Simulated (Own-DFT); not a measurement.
# Strain and stress in diamond-structure GeSn with randomly placed atoms, 64 atoms (Ge52Sn12)

These are calculations, not measurements. The program, named Own-DFT, is a retired in-house plane-wave density functional code that no person has reviewed. Each row is one single-point run on a periodic cell that was not relaxed, without spin or spin-orbit coupling.

Settings of every run: PBE; PseudoDojo norm-conserving scalar-relativistic files; cutoff 49 hartree; 3 x 3 x 3 k mesh centred on Gamma; Fermi-Dirac smearing of 0.1 eV.

Known limits: forces on such cells moved up to 12 meV/angstrom on a denser k mesh; stress not checked against mesh or cutoff.

Unstrained cell vectors in Å: (11.628, 0.000, 0.000); (0.000, 11.628, 0.000); (0.000, 0.000, 11.628). The unstrained cell has measured lattice constants (interpolated for alloys), not those of this functional. That, the random moves and any unrelaxed bonds set the pressure at no strain. Each run strains this cell uniformly, with the atoms carried along. Every atom was also moved at random, by a Gaussian of width 0.05 Å on each axis. The random placing of the alloy's atoms differs from row to row. Strain is the symmetric tensor, in per cent. Stress is positive in tension, and the pressure is minus a third of its trace.

```
run  e_xx (%)  e_yy (%)  e_zz (%)  s_xx (GPa)  s_yy (GPa)  s_zz (GPa)  P (GPa)  E (meV/atom)
  1     -1.00     -1.00      0.00       -7.70       -7.48       -6.99     7.39          77.6
  2      1.50      1.50      0.00       -3.32       -3.34       -4.00     3.55          24.2
  3     -0.25     -0.25      0.00       -6.02       -5.96       -5.72     5.90          39.4
  4      2.50      2.50      0.00       -2.28       -2.12       -3.16     2.52          34.4
  5      2.75      2.75      0.00       -1.38       -1.31       -2.68     1.79           0.0
  6     -2.50     -2.50      0.00      -10.14      -10.11       -8.88     9.71          90.3
  7      0.75      0.75      0.00       -4.33       -4.60       -4.78     4.57          36.4
  8      1.75      1.75      0.00       -2.88       -2.86       -3.88     3.20          20.5
  9     -0.50     -0.50      0.00           ?           ?           ?        ?             ?
```

E is the free energy for each atom above the lowest run shown.

## Worked fit

The change of volume is close to e_xx + e_yy + e_zz. A straight line through the runs shown gives P = 5.86 - 73 x (fractional change of volume) GPa, with an error of 2 on the slope and a scatter of 0.24 GPa. The strain isn't the same on all axes, but the crystal is cubic, so the slope still estimates the bulk modulus, averaged over pressures from 1.8 to 9.7 GPa.

## Withheld run

Question: what pressure should run 9 give? Its volume changes by -1.00 %.

The line gives 6.6 GPa. The calculation gave 6.05 GPa.
